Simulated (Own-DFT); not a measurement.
# Same atoms, different arrangement: C36Si36, 72 atoms

Everything here is calculated. The program is Own-DFT (plane waves, in-house, since retired, never reviewed by a person); positions were held fixed, and spin and spin-orbit coupling were off.

Settings: PBE; PseudoDojo norm-conserving scalar-relativistic files; cutoff 42 hartree; 4 x 4 x 3 k mesh centred on Gamma; Fermi-Dirac smearing of 0.1 eV.

Limits: forces on such cells passed a denser k mesh, each cell not checked; stress not checked against mesh or cutoff.

All cells hold the same atoms in the same cell, with vectors in Å (9.248, 0.000, 0.000); (-4.624, 8.009, 0.000); (0.000, 0.000, 10.068). u is the rms random offset of the atoms per axis. E is the free energy of the cell above the lowest run. The arrangements:

- A: 2H SiC
- B: 4H SiC

```
arrangement,u (Å),E (eV),P (GPa)
A,0.0284,0.000,3.74
A,0.0301,0.452,3.93
A,0.0324,0.836,4.12
A,0.0583,7.369,6.15
A,0.0616,8.242,6.79
A,0.0628,8.714,6.37
B,0.0298,0.068,3.70
B,0.0299,0.222,3.87
B,0.0324,0.520,3.89
B,0.0558,6.242,5.78
B,0.0582,6.985,5.85
B,0.0604,8.150,6.50
```

Q: how far apart are the arrangements at u = 0?

## Solution

Fit E = a + b u², with one b for all and one a for each arrangement, and with residuals divided by u², since the noise grows with the moves. Then b = 2785 eV/Å², the scatter at u = 0.04 Å is 0.12 eV, and against A:

- B: -0.20 ± 0.05 eV (lower)

The cells share one lattice and weren't relaxed, which can shift such small differences either way.
